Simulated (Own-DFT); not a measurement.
# What random displacements cost in grey tin, 64 atoms (Sn64)

All numbers below are calculated, not measured. The program, named Own-DFT, is a retired in-house plane-wave density functional code that no person has reviewed. Each row is one single-point run on a periodic cell that was not relaxed, without spin or spin-orbit coupling.

Settings of every run: PBE; PseudoDojo norm-conserving scalar-relativistic files; cutoff 42 hartree; 3 x 3 x 3 k mesh centred on Gamma; cold (Marzari-Vanderbilt) smearing of 0.2 eV.

Known limits: forces on such cells moved up to 12 meV/angstrom on a denser k mesh; stress not checked against mesh or cutoff.

Cell vectors in Å: (12.978, 0.000, 0.000); (0.000, 12.978, 0.000); (0.000, 0.000, 12.978). In each run every atom was moved at random and independently from its ideal site; u is the rms move along one axis. E is the free energy for each atom above the fitted value at u = 0, and F the rms of the force components.

```
run   u (Å)  E (meV/atom)  F (eV/Å)  largest force (eV/Å)  P (GPa)
  1  0.0197           4.5     0.210                  0.63     3.38
  2  0.0198           4.6     0.207                  0.59     3.38
  3  0.0200           5.1     0.224                  0.76     3.38
  4  0.0453          30.1     0.554                  1.74     3.63
  5  0.0489          25.7     0.501                  1.88     3.57
  6  0.0499             ?         ?                     ?        ?
  7  0.0955         115.3     1.083                  4.29     4.40
  8  0.1030         120.3     1.121                  4.40     4.42
  9  0.1601         361.9     2.331                 12.04     6.68
```

## Worked fit

For small independent moves the energy grows as E = (3/2) K u², with K the mean stiffness felt by one atom. The runs with u up to 0.11 Å give K = 8.1 ± 0.5 eV/Å², with residuals divided by u² + 0.0006 Å², since the noise grows with the moves. The scatter is 3.4 meV/atom at u = 0.05 Å. The forces follow F = G u with G = 11.0 eV/Å²; no force at u = 0 is resolved. G exceeds K because the moves of its neighbours add to the force on an atom, and stiffness differs between atoms. At u = 0.160 Å the parabola gives 313 meV/atom and the run 362. The pressure follows P = 3.35 + 107 u² GPa: at fixed volume, shortened bonds push harder than stretched ones pull.

## Withheld run

Question: what energy and rms force should run 6 give?

The fit gives 30 ± 4 meV/atom and about 0.55 eV/Å. The calculation gave 32.7 meV/atom and 0.553 eV/Å.
